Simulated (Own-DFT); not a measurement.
# Stretching a layer in its plane: wurtzite AlGaN with randomly placed atoms, 96 atoms (Al12Ga36N48)

Everything here is calculated. The program is Own-DFT (plane waves, in-house, since retired, never reviewed by a person); positions were held fixed, and spin and spin-orbit coupling were off.

All runs used: PBE; PseudoDojo norm-conserving scalar-relativistic files (stringent for Ga); cutoff 96 hartree; 3 x 4 x 3 k mesh centred on Gamma; Gaussian smearing of 0.01 eV.

Caveats: k mesh not checked against a denser one; stress not checked against mesh or cutoff.

Unstrained cell vectors in Å: (12.679, 0.000, 0.000); (-4.755, 8.235, 0.000); (0.000, 0.000, 10.268). The unstrained cell has measured lattice constants (interpolated for alloys), not those of this functional. That, the random moves and any unrelaxed bonds set the pressure at no strain. Each run strains x and y alike by e, as a substrate would, and holds the height along z. Each atom got a random Gaussian move of width 0.05 Å along each axis. The random placing of the alloy's atoms differs from row to row. Stress is positive in tension.

| e (%) | u (Å) | (s_xx + s_yy)/2 (GPa) | s_zz (GPa) |
|---|---|---|---|
| -3.00 | 0.051 | -25.74 | -13.20 |
| -2.75 | 0.049 | -24.48 | -11.61 |
| -2.50 | 0.050 | ? | ? |
| -1.75 | 0.052 | -18.37 | -8.81 |
| -1.00 | 0.054 | -14.16 | -8.37 |
| -0.50 | 0.048 | -10.19 | -7.35 |
| -0.25 | 0.046 | -7.97 | -6.89 |
| 0.50 | 0.048 | -4.18 | -5.38 |
| 1.75 | 0.048 | 2.11 | -4.90 |
| 3.00 | 0.050 | 7.08 | -2.88 |

## Working it out

With e as a fraction, the in-plane stress is -7.3 + 561 e - 2354 e² GPa (errors 12 and 602, scatter 0.64), and s_zz is -6.4 + 155 e - 1657 e² GPa (slope ± 10, scatter 0.57). At e = 0 the first slope is C11 + C12 and the second 2 C13, both with the ions held to the strained lattice and at the cell's own pressure. The term in e² is negative: the layer stiffens under compression and softens under tension. A free layer would change its height as e changes, and the in-plane slope would drop by 2 C13²/C33 to the biaxial modulus. At fixed height, a misfit of 1 % moves the in-plane stress by about 5.6 GPa and s_zz by 1.6 GPa.

## Check

The question: what are the two stresses at e = -2.50 %?

The fit gives -22.8 and -11.3 GPa. Computed: -23.61 and -11.03 GPa.
